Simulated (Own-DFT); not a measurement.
# How strain changes the stress of wurtzite AlN, 128 atoms (Al64N64)

The numbers are computed, not measured, by runs of the plane-wave DFT program Own-DFT (in-house, retired, unreviewed) at fixed positions, with no spin and no spin-orbit coupling.

All runs used: PBE; PseudoDojo norm-conserving scalar-relativistic files; cutoff 42 hartree; 3 x 3 x 3 k mesh centred on Gamma; Gaussian smearing of 0.01 eV.

Keep in mind: k mesh not checked against a denser one; stress not checked against mesh or cutoff.

Unstrained cell vectors in Å: (12.448, 0.000, 0.000); (-6.224, 10.780, 0.000); (0.000, 0.000, 9.964). The unstrained cell has measured lattice constants (interpolated for alloys), not those of this functional. That, the random moves and any unrelaxed bonds set the pressure at no strain. A uniform strain is put on this cell, atoms riding along. Random moves of width 0.05 Å per axis were added to every atom. Strain is the symmetric tensor, in per cent. Stress is positive in tension, and the pressure is minus a third of its trace.

| run | e_xx (%) | e_yy (%) | e_zz (%) | e_yz (%) | e_xz (%) | e_xy (%) | s_xx (GPa) | s_yy (GPa) | s_zz (GPa) | s_yz (GPa) | s_xz (GPa) | s_xy (GPa) | P (GPa) | E (meV/atom) |
|---|---|---|---|---|---|---|---|---|---|---|---|---|---|---|
| 1 | 1.99 | -1.08 | 0.03 | 1.69 | 1.37 | 0.11 | 2.86 | -10.81 | -4.58 | 4.57 | 3.66 | 0.09 | 4.18 | 8.9 |
| 2 | -1.00 | -0.40 | -0.56 | 0.55 | 0.77 | 0.89 | -11.58 | -11.02 | -9.11 | 2.38 | 2.15 | 4.44 | 10.57 | 19.1 |
| 3 | -1.08 | 0.74 | 0.42 | 1.21 | -0.95 | 0.07 | -10.41 | -2.88 | -4.31 | 3.75 | -2.22 | -0.69 | 5.87 | 5.2 |
| 4 | -0.10 | 1.72 | 1.15 | 0.65 | 1.15 | 0.82 | -4.05 | 2.94 | 0.08 | 1.72 | 2.79 | 2.40 | 0.34 | 0.0 |
| 5 | -1.66 | 1.75 | -0.44 | -0.66 | -0.35 | -1.82 | -10.34 | -1.58 | -8.01 | -0.94 | -1.34 | -5.73 | 6.64 | 13.6 |
| 6 | -1.11 | 1.48 | -1.38 | 1.15 | 0.16 | -0.64 | -10.25 | -1.08 | -12.02 | 2.83 | 0.22 | -1.64 | 7.78 | 5.1 |
| 7 | -1.41 | 1.42 | -1.11 | 1.39 | 0.87 | 0.49 | -12.08 | -1.35 | -10.73 | 3.83 | 1.16 | 0.60 | 8.06 | 7.7 |
| 8 | -0.82 | 0.52 | 1.39 | -1.75 | 1.65 | 1.72 | -8.31 | -1.92 | -1.22 | -4.73 | 4.82 | 5.11 | 3.82 | 7.3 |
| 9 | -0.77 | -1.03 | 0.63 | 1.01 | -1.26 | -0.73 | -9.75 | -10.64 | -4.24 | 3.17 | -3.54 | -2.10 | 8.21 | 1.9 |
| 10 | 0.95 | -0.36 | 1.18 | 1.88 | 1.12 | -0.72 | -1.76 | -5.25 | -0.33 | 3.85 | 2.61 | -2.77 | 2.45 | 9.0 |
| 11 | -1.51 | -1.89 | 1.82 | -0.83 | -0.18 | 0.00 | -15.43 | -14.19 | -0.01 | -1.59 | -0.30 | 0.25 | 9.88 | 17.6 |
| 12 | -0.89 | -0.43 | -0.50 | 0.15 | 0.21 | -1.86 | -10.04 | -9.14 | -10.35 | 0.25 | 0.19 | -6.92 | 9.85 | 9.7 |
| 13 | -0.58 | -1.52 | 1.21 | 0.02 | -0.23 | 1.40 | -11.00 | -13.15 | -1.87 | -0.33 | -0.88 | 4.81 | 8.67 | 22.2 |
| 14 | 0.43 | -0.39 | 0.39 | 0.25 | 1.64 | 0.15 | -4.10 | -6.12 | -4.23 | 0.00 | 4.26 | 0.14 | 4.82 | 2.5 |
| 15 | 1.77 | -1.29 | -0.71 | -1.79 | -0.03 | -0.38 | 1.59 | -11.34 | -8.65 | -4.35 | -0.34 | -1.77 | 6.14 | 1.1 |
| 16 | 0.88 | -1.85 | 1.06 | 1.59 | 0.05 | 1.25 | ? | ? | ? | ? | ? | ? | ? | ? |

E is the free energy for each atom above the lowest run shown.

## What the rows give

Regress every stress component on the fractional strains (shears doubled) of the visible runs, with a constant. Shear strains stay in the fit of a normal stress only where such slopes are resolved. The slopes, in GPa:

| stress | at no strain | per e_xx | per e_yy | per e_zz | scatter |
|---|---|---|---|---|---|
| s_xx | -5.7 | 491 ± 19 | 125 ± 20 | 18 ± 22 | 0.77 |
| s_yy | -6.2 | 88 ± 24 | 479 ± 25 | 128 ± 28 | 0.97 |
| s_zz | -6.0 | 78 ± 14 | 58 ± 14 | 435 ± 16 | 0.54 |

The slope of each shear stress on twice its own strain, from a fit on all six strains: yz 126 ± 7, xz 131 ± 8, xy 169 ± 12 GPa. These are stiffnesses along x, y and z of the frame in which the cell vectors are given, with the crystal's c axis along z: C11, C12, C13 and C33. Hexagonal symmetry asks that xx and yy behave alike, which is a second check on the noise. The atoms are held to the strained lattice; where symmetry lets them move under strain, relaxing them would lower some slopes. Slopes across the diagonal should nearly agree, so their difference gauges the noise. A ninth of the table's sum, 211 ± 7 GPa, estimates the bulk modulus near the mean pressure of these runs, 6.5 GPa, so it lies above the value at zero pressure.

## Withheld run

Question: what normal stresses and pressure should run 16 give?

The fit gives s_xx = -3.5, s_yy = -12.9, s_zz = -1.8 and P = 6.1 GPa. The calculation gave -3.90, -11.89, -1.61 and P = 5.80 GPa.
